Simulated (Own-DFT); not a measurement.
# How strain changes the stress of wurtzite AlGaN with randomly placed atoms, 72 atoms (Al27Ga9N36)

These are calculations, not measurements. The program, named Own-DFT, is a retired in-house plane-wave density functional code that no person has reviewed. Each row is one single-point run on a periodic cell that was not relaxed, without spin or spin-orbit coupling.

Settings of every run: PBE; PseudoDojo norm-conserving scalar-relativistic files; cutoff 42 hartree; 4 x 4 x 3 k mesh centred on Gamma; Fermi-Dirac smearing of 0.1 eV.

Known limits: forces on such cells passed a denser k mesh, each cell not checked; stress not checked against mesh or cutoff.

Unstrained cell vectors in Å: (9.394, 0.000, 0.000); (-4.697, 8.135, 0.000); (0.000, 0.000, 10.066). The unstrained cell has measured lattice constants (interpolated for alloys), not those of this functional. That, the random moves and any unrelaxed bonds set the pressure at no strain. Each run strains this cell uniformly, with the atoms carried along. Every atom was also moved at random, by a Gaussian of width 0.05 Å on each axis. The random placing of the alloy's atoms differs from row to row. Strain is the symmetric tensor, in per cent. Stress is positive in tension, and the pressure is minus a third of its trace.

```
run,e_xx (%),e_yy (%),e_zz (%),s_xx (GPa),s_yy (GPa),s_zz (GPa),P (GPa),E (meV/atom)
1,-1.75,-1.75,0.00,-18.22,-16.61,-9.43,14.75,29.1
2,0.25,0.25,0.00,-6.91,-5.74,-4.77,5.80,6.6
3,-3.00,-3.00,0.00,-29.40,-24.92,-12.09,22.14,83.2
4,-2.00,-2.00,0.00,-17.27,-20.31,-9.99,15.85,29.3
5,2.50,2.50,0.00,5.77,5.81,-3.17,-2.80,4.2
6,2.25,2.25,0.00,4.69,6.18,-4.65,-2.07,0.0
7,-1.00,-1.00,0.00,-11.52,-13.58,-7.79,10.96,12.6
8,0.75,0.75,0.00,0.35,-3.82,-7.53,3.67,5.0
9,-0.25,-0.25,0.00,?,?,?,?,?
```

E is the free energy for each atom above the lowest run shown.

## Worked fit

The change of volume is close to e_xx + e_yy + e_zz. A straight line through the runs shown gives P = 7.52 - 220 x (fractional change of volume) GPa, with an error of 9 on the slope and a scatter of 0.94 GPa. The strain isn't the same on all axes and the cell isn't cubic, so the slope belongs to this path and is not the bulk modulus.

## Withheld run

Question: what pressure should run 9 give? Its volume changes by -0.50 %.

The line gives 8.6 GPa. The calculation gave 7.85 GPa.
